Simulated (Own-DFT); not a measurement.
Simulation results for GaN (wurtzite, strained, atoms displaced)

Computed with Own-DFT development build. A calculation, not a measurement: plane-wave PBE density functional theory by an unreviewed code, no spin, of a simulated periodic cell, stress positive in tension, free energy of the whole cell less one offset for each atom, forces on such cells passed a denser k mesh, this cell's mesh not checked; offsets are fitted by least squares, one for each functional and potential file, so energies compare only between cells with the same atoms and settings and are not formation energies; the far tail of each file's local potential was reset to the Coulomb form; each entry is a single point on an unrelaxed cell, so the pressure reflects the starting lattice, mostly measured values (interpolated for alloys), from which strain is counted, and rises with the displacements; printed positions are rounded, which can move forces by about a meV/angstrom; the program, named Own-DFT, is a retired in-house code; no spin-orbit coupling.

```yaml
- formula: GaN
  kind: "wurtzite, strained, atoms displaced"
  structure:
    cell_angstrom: [[12.756, 0.0, 0.0], [-4.7835, 8.2853, 0.0], [0.0, 0.0, 10.2663]]
    atoms_fractional:
      - [Ga, 0.0818, 0.22902, 0.99195]
      - [Ga, 0.16048, 0.10515, 0.24891]
      - ["N", 0.07763, 0.21641, 0.18452]
      - ["N", 0.16214, 0.10663, 0.43795]
      - [Ga, 0.08848, 0.23239, 0.50318]
      - [Ga, 0.16572, 0.10723, 0.75187]
      - ["N", 0.0808, 0.22417, 0.69296]
      - ["N", 0.16743, 0.10647, 0.94289]
      - [Ga, 0.08716, 0.56025, 0.99686]
      - [Ga, 0.17474, 0.44931, 0.25345]
      - ["N", 0.08437, 0.55653, 0.18582]
      - ["N", 0.16697, 0.43838, 0.42867]
      - [Ga, 0.0829, 0.5648, 0.49948]
      - [Ga, 0.16602, 0.43834, 0.74572]
      - ["N", 0.08913, 0.55944, 0.69106]
      - ["N", 0.17381, 0.44654, 0.94266]
      - [Ga, 0.08561, 0.88729, 0.00277]
      - [Ga, 0.16945, 0.7764, 0.25459]
      - ["N", 0.08648, 0.88791, 0.18321]
      - ["N", 0.17021, 0.77849, 0.43907]
      - [Ga, 0.08376, 0.87758, 0.50767]
      - [Ga, 0.17012, 0.7796, 0.74947]
      - ["N", 0.08746, 0.89637, 0.68686]
      - ["N", 0.17058, 0.78689, 0.93946]
      - [Ga, 0.33306, 0.21869, 0.00881]
      - [Ga, 0.41062, 0.11332, 0.25653]
      - ["N", 0.33121, 0.22075, 0.19608]
      - ["N", 0.40814, 0.10972, 0.44223]
      - [Ga, 0.33838, 0.22519, 0.5001]
      - [Ga, 0.40589, 0.09417, 0.75715]
      - ["N", 0.32593, 0.21408, 0.68526]
      - ["N", 0.41153, 0.09842, 0.93315]
      - [Ga, 0.32846, 0.55675, 0.0067]
      - [Ga, 0.42326, 0.46078, 0.26099]
      - ["N", 0.34236, 0.56096, 0.18822]
      - ["N", 0.42055, 0.44095, 0.43143]
      - [Ga, 0.33874, 0.56993, 0.50116]
      - [Ga, 0.41203, 0.4444, 0.7547]
      - ["N", 0.33898, 0.55515, 0.69519]
      - ["N", 0.40741, 0.44645, 0.95066]
      - [Ga, 0.33636, 0.88433, 0.0029]
      - [Ga, 0.41572, 0.77639, 0.25699]
      - ["N", 0.32806, 0.8976, 0.19002]
      - ["N", 0.4189, 0.78503, 0.43422]
      - [Ga, 0.33872, 0.89827, 0.50766]
      - [Ga, 0.4217, 0.78198, 0.75363]
      - ["N", 0.33175, 0.88944, 0.68595]
      - ["N", 0.41871, 0.76994, 0.94001]
      - [Ga, 0.58101, 0.22344, 0.00081]
      - [Ga, 0.66425, 0.1042, 0.24698]
      - ["N", 0.585, 0.21708, 0.19024]
      - ["N", 0.66534, 0.10213, 0.44003]
      - [Ga, 0.58683, 0.22556, 0.504]
      - [Ga, 0.65616, 0.10557, 0.74769]
      - ["N", 0.58058, 0.19877, 0.68829]
      - ["N", 0.66691, 0.11453, 0.95092]
      - [Ga, 0.58745, 0.54593, 0.01164]
      - [Ga, 0.6672, 0.44371, 0.24519]
      - ["N", 0.58147, 0.55881, 0.18837]
      - ["N", 0.66553, 0.4385, 0.43107]
      - [Ga, 0.58487, 0.56399, 0.49921]
      - [Ga, 0.66477, 0.44464, 0.74916]
      - ["N", 0.58321, 0.55706, 0.68859]
      - ["N", 0.67037, 0.44829, 0.9422]
      - [Ga, 0.58475, 0.89034, 0.99514]
      - [Ga, 0.65904, 0.7644, 0.25456]
      - ["N", 0.58453, 0.88571, 0.17977]
      - ["N", 0.66132, 0.77364, 0.43413]
      - [Ga, 0.58313, 0.88661, 0.51044]
      - [Ga, 0.66684, 0.76499, 0.75564]
      - ["N", 0.58836, 0.88096, 0.68513]
      - ["N", 0.66065, 0.77279, 0.94072]
      - [Ga, 0.83242, 0.21512, 0.99968]
      - [Ga, 0.92188, 0.11383, 0.24623]
      - ["N", 0.83158, 0.22134, 0.19322]
      - ["N", 0.91696, 0.11604, 0.4409]
      - [Ga, 0.83237, 0.24032, 0.5073]
      - [Ga, 0.91814, 0.11426, 0.74637]
      - ["N", 0.83655, 0.2285, 0.69756]
      - ["N", 0.91756, 0.10824, 0.93598]
      - [Ga, 0.83535, 0.54861, 0.00762]
      - [Ga, 0.91125, 0.4428, 0.24653]
      - ["N", 0.83207, 0.56043, 0.19819]
      - ["N", 0.91774, 0.45558, 0.44544]
      - [Ga, 0.83481, 0.55723, 0.49384]
      - [Ga, 0.91127, 0.43508, 0.74972]
      - ["N", 0.83555, 0.55491, 0.68721]
      - ["N", 0.91896, 0.4494, 0.93926]
      - [Ga, 0.83615, 0.88238, 0.01151]
      - [Ga, 0.92235, 0.78778, 0.24777]
      - ["N", 0.83419, 0.88512, 0.18943]
      - ["N", 0.91565, 0.77913, 0.43786]
      - [Ga, 0.82816, 0.8793, 0.49343]
      - [Ga, 0.91964, 0.77566, 0.75105]
      - ["N", 0.83213, 0.8786, 0.6869]
      - ["N", 0.91843, 0.79579, 0.93534]
  settings:
    functional: PBE
    potential_files: "PseudoDojo norm-conserving, scalar-relativistic, standard set with the stringent files for Ga"
    "wave_cutoff [hartree]": 96.0
    occupations: Gaussian
    "smearing_width [eV]": 0.01
    k_mesh: "3 x 4 x 3 centred on Gamma"
  results:
    "free_energy_of_cell_above_offsets [eV]": "-3.094"
    "pressure [GPa]": 9.36
    "stress_xx [GPa]": -6.78
    "stress_yy [GPa]": -7.62
    "stress_zz [GPa]": -13.67
    "stress_yz [GPa]": 0.06
    "stress_xz [GPa]": 0.17
    "stress_xy [GPa]": 1.02
    force_element: [Ga, Ga, "N", "N", Ga, Ga, "N", "N", Ga, Ga, "N", "N", Ga, Ga, "N", "N", Ga, Ga, "N", "N", Ga, Ga, "N", "N", Ga, Ga, "N", "N", Ga, Ga, "N", "N", Ga, Ga, "N", "N", Ga, Ga, "N", "N", Ga, Ga, "N", "N", Ga, Ga, "N", "N", Ga, Ga, "N", "N", Ga, Ga, "N", "N", Ga, Ga, "N", "N", Ga, Ga, "N", "N", Ga, Ga, "N", "N", Ga, Ga, "N", "N", Ga, Ga, "N", "N", Ga, Ga, "N", "N", Ga, Ga, "N", "N", Ga, Ga, "N", "N", Ga, Ga, "N", "N", Ga, Ga, "N", "N"]
    "force_x [eV/angstrom]": [1.125, 0.258, 1.453, 0.506, -0.272, -0.517, 1.122, -0.456, 0.007, -0.84, 0.038, -0.115, 1.238, 0.192, -0.61, -2.081, -0.871, -0.988, -0.229, 0.267, -1.237, -0.855, 0.217, 0.732, -0.544, 1.159, -0.359, 2.424, -2.304, -0.089, 1.223, 0.355, 1.435, -0.049, -1.513, -0.788, 0.061, 1.566, -1.795, 2.657, -0.305, 0.004, 2.016, 0.013, -0.325, -0.132, 1.18, -1.098, 0.049, 0.42, -1.532, -0.475, -0.385, 4.593, -4.274, -0.301, -2.63, -0.67, 1.153, -0.376, 0.71, 0.704, -0.136, 0.275, 0.254, 0.264, -0.452, 0.054, 0.24, 0.408, -0.841, 1.469, 0.323, -1.548, 0.305, -0.354, 1.314, -0.5, -0.954, -0.711, -0.465, 1.281, 0.567, 1.127, -1.691, 0.438, -0.56, 0.463, -2.254, 0.539, -1.095, 0.917, 0.009, -0.463, -0.454, 2.373]
    "force_y [eV/angstrom]": [-1.335, 0.692, 1.516, 0.088, -2.236, 0.797, -0.417, 0.822, -0.083, -0.92, -0.23, 2.143, -1.276, 1.497, -0.557, 0.17, 0.417, -0.134, -0.541, 0.291, 1.795, -0.277, -1.717, -1.183, 0.345, 0.15, 1.175, 0.174, -0.218, 2.319, 1.134, 1.476, 0.219, -2.161, 0.131, 1.11, -1.814, -1.303, 0.957, -1.057, -0.079, 1.417, -0.924, 0.054, -0.675, -0.71, -1.306, 1.218, -0.637, -0.303, 0.578, 1.075, -1.038, -1.345, 3.297, -0.289, 1.318, -0.745, -1.481, 0.811, -1.844, -0.442, -1.849, -0.891, -0.467, 2.705, -0.387, 0.601, 0.489, 1.712, 0.264, -0.262, 0.734, -0.42, 0.045, -0.053, -2.331, -1.848, -2.273, -0.031, 1.622, 0.141, 0.08, -0.741, 0.683, 2.734, -0.429, -0.75, 1.031, -0.565, 0.274, -0.285, 2.013, 0.327, 0.868, -2.65]
    "force_z [eV/angstrom]": [1.026, 0.335, -0.405, 0.591, -0.625, 0.617, -0.528, -0.525, 0.045, -2.54, 0.682, 2.976, 0.294, 1.07, -0.336, -1.326, -1.037, -0.947, 1.611, 0.495, -1.844, 0.581, 1.116, -0.572, -0.592, -0.418, -0.266, -0.042, -0.098, -1.865, 0.949, 2.26, -0.334, -3.377, 1.167, 3.749, 0.125, 1.034, -1.646, -1.177, 0.227, -2.641, 0.057, 2.262, -1.857, -0.228, 1.073, -0.253, 0.141, 0.572, -0.09, 0.176, -1.245, 2.276, -0.463, -2.125, -2.31, 0.474, 1.132, 1.427, 0.224, -0.054, -0.293, -0.586, 0.477, -1.64, 1.787, 1.049, -2.723, 0.298, 2.565, 0.41, 0.283, 1.511, -0.677, 0.216, -0.829, 0.18, -1.094, 0.273, -0.581, 0.655, -1.248, -1.498, 0.752, 0.765, 0.029, 0.15, -2.03, 0.634, 1.533, -0.22, 0.952, -0.284, -0.256, 0.444]
```
